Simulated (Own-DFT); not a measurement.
# One host, several defects: C40 NbSi2

Calculated, not measured: single-point runs of Own-DFT, a retired in-house plane-wave DFT program that no person has reviewed, on unrelaxed cells, without spin or spin-orbit coupling.

Settings: PBE; PseudoDojo norm-conserving scalar-relativistic files; cutoff 42 hartree; 4 x 4 x 5 k mesh centred on Gamma; cold (Marzari-Vanderbilt) smearing of 0.2 eV.

Caveats: forces on such cells failed a check on a denser k mesh; stress not checked against mesh or cutoff.

All runs share one cell, with vectors in Å (0.000, 8.324, 0.000); (-9.613, 0.000, 0.000); (0.000, 0.000, 6.586) and a volume of 527.0 Å³. Atoms were moved at random from their sites; u is the rms move along one axis. The defect's site can differ from row to row.

```
cell,formula,u (Å),P (GPa)
no defect,Nb12Si24,0.0198,1.51
no defect,Nb12Si24,0.0472,2.57
no defect,Nb12Si24,0.0519,2.73
one Si vacancy,Nb12Si23,0.0327,1.19
one Si vacancy,Nb12Si23,0.0486,1.91
one Si vacancy,Nb12Si23,0.0521,1.81
two Si on a Nb site each,Nb10Si26,0.0280,1.69
two Si on a Nb site each,Nb10Si26,0.0329,?
two Si on a Nb site each,Nb10Si26,0.0476,2.31
two Si on a Nb site each,Nb10Si26,0.0604,3.16
two Nb vacancies,Nb10Si24,0.0269,-0.11
two Nb vacancies,Nb10Si24,0.0488,0.64
two Nb vacancies,Nb10Si24,0.0536,0.83
two Nb on a Si site each,Nb14Si22,0.0316,7.37
two Nb on a Si site each,Nb14Si22,0.0509,8.43
two Nb on a Si site each,Nb14Si22,0.0516,8.43
```

## Fit

P = P0 + c u² + a shift for each defect gives P0 = 1.36 GPa, c = 515 ± 31 GPa/Å² and a scatter of 0.11 GPa. The shifts, and each times the cell's volume:

- two Nb on a Si site each: 5.65 ± 0.09 GPa, 18.6 eV (9.3 eV for each of its 2 sites)
- two Si on a Nb site each: -0.12 ± 0.09 GPa, -0.4 eV (-0.2 eV for each of its 2 sites) (not resolved)
- one Si vacancy: -0.77 ± 0.09 GPa, -2.5 eV
- two Nb vacancies: -1.93 ± 0.09 GPa, -6.4 eV (-3.2 eV for each of its 2 sites)

Against the defect-free cell, a freed cell would be larger where the shift is positive and smaller where it is negative (160.2 GPa Å³ is 1 eV). The atoms around the defects weren't relaxed, which would change these numbers.

## The run left out

The question: what pressure belongs in the blank (two Si on a Nb site each, u = 0.0329 Å)?

From the fit: 1.80 ± 0.13 GPa. The calculation gave 1.85 GPa.
